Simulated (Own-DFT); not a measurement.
## Calculated data, In$_{3}$GaP$_{4}$ (zincblende random alloy, atoms displaced)

Computed with Own-DFT development build. A calculation, not a measurement: plane-wave PBE density functional theory by an unreviewed code, no spin, of a simulated periodic cell, stress positive in tension, free energy of the whole cell less one offset for each atom, forces on such cells passed a denser k mesh, this cell's mesh not checked; offsets are fitted by least squares, one for each functional and potential file, so energies compare only between cells with the same atoms and settings and are not formation energies; the far tail of each file's local potential was reset to the Coulomb form; each entry is a single point on an unrelaxed cell, so the pressure reflects the starting lattice, mostly measured values, from which strain is counted, and rises with the displacements; printed positions are rounded, which can move forces by about a meV/angstrom; the program is a retired in-house code; no spin-orbit coupling; before rounding, a Quantum ESPRESSO 7.3.1 run of the same cell and cutoff gave forces within 1 meV/angstrom rms on each cell, which checks the program and not the settings.

```cif
# cell vector a (Å): 11.5283 0.0000 0.0000
# cell vector b (Å): 0.0000 11.5283 0.0000
# cell vector c (Å): 0.0000 0.0000 11.5283
data_In3GaP4
_symmetry_space_group_name_H-M 'P 1'
_symmetry_Int_Tables_number 1
_cell_length_a 11.5283
_cell_length_b 11.5283
_cell_length_c 11.5283
_cell_angle_alpha 90.000
_cell_angle_beta 90.000
_cell_angle_gamma 90.000
_cell_volume 1532.13
loop_
_atom_site_label
_atom_site_type_symbol
_atom_site_fract_x
_atom_site_fract_y
_atom_site_fract_z
_atom_site_occupancy
In1 In 0.00062 0.00088 0.99720 1
In2 In 0.99974 0.25186 0.24704 1
In3 In 0.24738 0.99789 0.24793 1
In4 In 0.25205 0.24822 0.00020 1
P1 P 0.12226 0.12774 0.12536 1
P2 P 0.12357 0.37467 0.37489 1
P3 P 0.37602 0.12526 0.37686 1
P4 P 0.36818 0.37502 0.12350 1
In5 In 0.99616 0.99976 0.49679 1
In6 In 0.00141 0.25187 0.74800 1
In7 In 0.24736 0.00292 0.75055 1
In8 In 0.24737 0.24652 0.50190 1
P5 P 0.12429 0.13056 0.62822 1
P6 P 0.12747 0.37760 0.87146 1
P7 P 0.37513 0.11892 0.87761 1
P8 P 0.36924 0.37476 0.62175 1
In9 In 0.00219 0.49954 0.00062 1
In10 In 0.99637 0.74886 0.24524 1
Ga1 Ga 0.25103 0.49729 0.24878 1
Ga2 Ga 0.24917 0.74858 0.99912 1
P9 P 0.12639 0.62098 0.12248 1
P10 P 0.12360 0.87757 0.37588 1
P11 P 0.37760 0.62314 0.37360 1
P12 P 0.36833 0.87552 0.12070 1
Ga3 Ga 0.00651 0.49915 0.49850 1
Ga4 Ga 0.99968 0.74798 0.74657 1
Ga5 Ga 0.24325 0.50200 0.75293 1
In11 In 0.25118 0.74923 0.50144 1
P13 P 0.12756 0.62552 0.62766 1
P14 P 0.12545 0.87142 0.87795 1
P15 P 0.37713 0.62536 0.87658 1
P16 P 0.37456 0.87636 0.62575 1
In12 In 0.50316 0.00022 0.00374 1
In13 In 0.49721 0.24786 0.24785 1
In14 In 0.74698 0.99879 0.24718 1
Ga6 Ga 0.75003 0.25066 0.99925 1
P17 P 0.62508 0.12661 0.12859 1
P18 P 0.62332 0.37362 0.37574 1
P19 P 0.87791 0.12539 0.37403 1
P20 P 0.87584 0.37666 0.12291 1
In15 In 0.49776 0.99951 0.49412 1
In16 In 0.50339 0.25313 0.75312 1
In17 In 0.74750 0.99878 0.75139 1
Ga7 Ga 0.74591 0.25010 0.49525 1
P21 P 0.62323 0.12669 0.62545 1
P22 P 0.62546 0.37360 0.87788 1
P23 P 0.87363 0.12478 0.87805 1
P24 P 0.87291 0.37608 0.62435 1
In18 In 0.49823 0.50165 0.00001 1
Ga8 Ga 0.49670 0.75002 0.24845 1
In19 In 0.74609 0.50131 0.24992 1
In20 In 0.75033 0.74750 0.99663 1
P25 P 0.62001 0.62641 0.12667 1
P26 P 0.61942 0.87334 0.37503 1
P27 P 0.88005 0.62732 0.36969 1
P28 P 0.87478 0.87489 0.11924 1
In21 In 0.49727 0.50042 0.50200 1
In22 In 0.49872 0.74872 0.75254 1
In23 In 0.75181 0.49631 0.75336 1
In24 In 0.75397 0.74472 0.49839 1
P29 P 0.62417 0.62419 0.62630 1
P30 P 0.62459 0.87565 0.87426 1
P31 P 0.87838 0.62577 0.87357 1
P32 P 0.88074 0.87743 0.62226 1
_calc_functional 'PBE'
_calc_potential_files 'PseudoDojo norm-conserving, scalar-relativistic, standard set'
_calc_wave_cutoff 42  # hartree
_calc_occupations 'Fermi-Dirac'
_calc_smearing_width 0.1  # eV
_calc_k_mesh '3 x 3 x 3 centred on Gamma'
_calc_free_energy_of_cell_above_offsets '-32.248'  # eV
_calc_pressure 3.81  # GPa
_calc_stress_xx -3.81  # GPa
_calc_stress_yy -3.82  # GPa
_calc_stress_zz -3.81  # GPa
_calc_stress_yz 0.09  # GPa
_calc_stress_xz 0.27  # GPa
_calc_stress_xy 0.12  # GPa
```

Force:
| element | x (eV/Å) | y (eV/Å) | z (eV/Å) |
| --- | --- | --- | --- |
| In | 0.124 | -0.066 | 0.241 |
| In | -0.234 | 0.122 | 0.252 |
| In | 0.069 | 0.431 | 0.281 |
| In | -0.42 | -0.093 | -0.474 |
| P | 0.275 | -0.318 | -0.221 |
| P | 0.338 | 1.238 | -0.052 |
| P | -0.677 | 0.008 | -0.576 |
| P | 0.172 | 0.75 | 0.909 |
| In | 0.812 | 0.546 | 0.329 |
| In | -0.644 | 0.25 | 0.43 |
| In | -0.036 | -0.492 | -0.028 |
| In | 0.115 | 0.3 | -0.451 |
| P | -0.326 | -1.078 | -0.454 |
| P | 0.482 | 0.262 | -0.156 |
| P | 0.348 | 0.658 | -0.204 |
| P | -0.229 | 0.747 | 1.432 |
| In | -0.036 | -0.093 | -0.476 |
| In | 0.889 | 0.527 | -0.212 |
| Ga | -0.159 | 0.246 | 0.184 |
| Ga | 0.003 | -0.199 | 0.014 |
| P | 1.475 | 0.503 | 0.474 |
| P | 0.004 | -0.659 | -0.211 |
| P | -0.457 | 0.217 | -1.429 |
| P | 0.545 | -1.511 | 0.158 |
| Ga | -0.438 | 0.129 | 0.178 |
| Ga | 0.132 | 0.217 | 0.201 |
| Ga | 0.658 | -0.05 | -0.217 |
| In | 0.029 | 0.151 | -0.357 |
| P | -0.936 | -0.715 | 0.413 |
| P | -0.02 | -1.162 | -0.505 |
| P | -1.941 | -0.055 | -0.185 |
| P | 0.051 | 0.058 | 0.067 |
| In | -0.082 | -0.199 | -0.064 |
| In | -0.165 | 0.57 | 0.204 |
| In | 0.434 | -0.268 | 0.456 |
| Ga | 0.108 | -0.071 | 0.225 |
| P | 0.727 | 0.754 | -1.178 |
| P | 0.473 | -0.521 | 0.455 |
| P | -1.372 | 0.761 | 0.278 |
| P | -1.145 | -0.61 | -0.542 |
| In | 0.181 | 0.036 | 0.897 |
| In | -0.906 | -0.262 | -0.334 |
| In | 0.414 | 0.206 | -0.412 |
| Ga | 0.315 | -0.086 | 0.318 |
| P | 0.704 | 0.337 | -0.971 |
| P | 0.718 | -0.345 | 0.965 |
| P | -0.617 | 0.975 | 0.093 |
| P | 0.236 | -0.185 | -1.707 |
| In | -0.022 | -0.391 | 0.319 |
| Ga | -0.202 | 0.128 | -0.021 |
| In | 0.286 | -0.158 | 0.099 |
| In | -0.217 | 0.03 | 0.149 |
| P | -0.301 | 0.807 | 0.417 |
| P | 0.123 | -0.986 | -0.88 |
| P | 0.198 | -1.43 | 1.123 |
| P | -0.217 | 0.114 | 0.299 |
| In | 0.244 | -0.22 | 0.037 |
| In | 0.057 | 0.302 | -0.405 |
| In | -0.128 | 0.429 | -0.215 |
| In | -0.248 | 0.392 | 0.159 |
| P | 0.269 | -0.064 | 0.135 |
| P | -0.112 | -0.234 | 0.261 |
| P | 0.547 | 0.448 | -0.696 |
| P | -0.269 | -1.129 | 1.177 |
